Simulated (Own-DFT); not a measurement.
# Strain and stress in grey tin, 32 atoms (Sn32)

These are calculations, not measurements. The program, named Own-DFT, is a retired in-house plane-wave density functional code that no person has reviewed. Each row is one single-point run on a periodic cell that was not relaxed, without spin or spin-orbit coupling.

Settings of every run: PBE; PseudoDojo norm-conserving scalar-relativistic files; cutoff 42 hartree; 3 x 3 x 5 k mesh centred on Gamma; cold (Marzari-Vanderbilt) smearing of 0.2 eV.

Known limits: forces on such cells failed a check on a denser k mesh; stress not checked against mesh or cutoff.

Unstrained cell vectors in Å: (12.978, 0.000, 0.000); (0.000, 12.978, 0.000); (0.000, 0.000, 6.489). The unstrained cell has measured lattice constants (interpolated for alloys), not those of this functional. That, the random moves and any unrelaxed bonds set the pressure at no strain. Each run strains this cell uniformly, with the atoms carried along. Every atom was also moved at random, by a Gaussian of width 0.05 Å on each axis. Strain is the symmetric tensor, in per cent. Stress is positive in tension, and the pressure is minus a third of its trace.

```
run,e_xx (%),e_yy (%),e_zz (%),s_xx (GPa),s_yy (GPa),s_zz (GPa),P (GPa),E (meV/atom)
1,-1.00,-1.00,0.00,-4.98,-4.91,-4.55,4.81,53.4
2,-2.50,-2.50,0.00,-6.92,-6.90,-6.02,6.61,84.0
3,2.50,2.50,0.00,-1.12,-1.14,-1.81,1.36,6.3
4,1.25,1.25,0.00,-2.23,-2.22,-2.62,2.36,7.3
5,0.25,0.25,0.00,-3.44,-3.42,-3.34,3.40,27.9
6,0.75,0.75,0.00,-2.76,-2.75,-2.97,2.83,16.2
7,-0.50,-0.50,0.00,-4.25,-4.16,-4.02,4.14,32.2
8,2.25,2.25,0.00,-1.27,-1.28,-1.91,1.49,0.0
9,1.75,1.75,0.00,?,?,?,?,?
```

E is the free energy for each atom above the lowest run shown.

## Worked fit

The change of volume is close to e_xx + e_yy + e_zz. A straight line through the runs shown gives P = 3.78 - 52 x (fractional change of volume) GPa, with an error of 2 on the slope and a scatter of 0.18 GPa. The strain isn't the same on all axes, but the crystal is cubic, so the slope still estimates the bulk modulus, averaged over pressures from 1.4 to 6.6 GPa.

## Withheld run

Question: what pressure should run 9 give? Its volume changes by 3.53 %.

The line gives 1.9 GPa. The calculation gave 1.90 GPa.
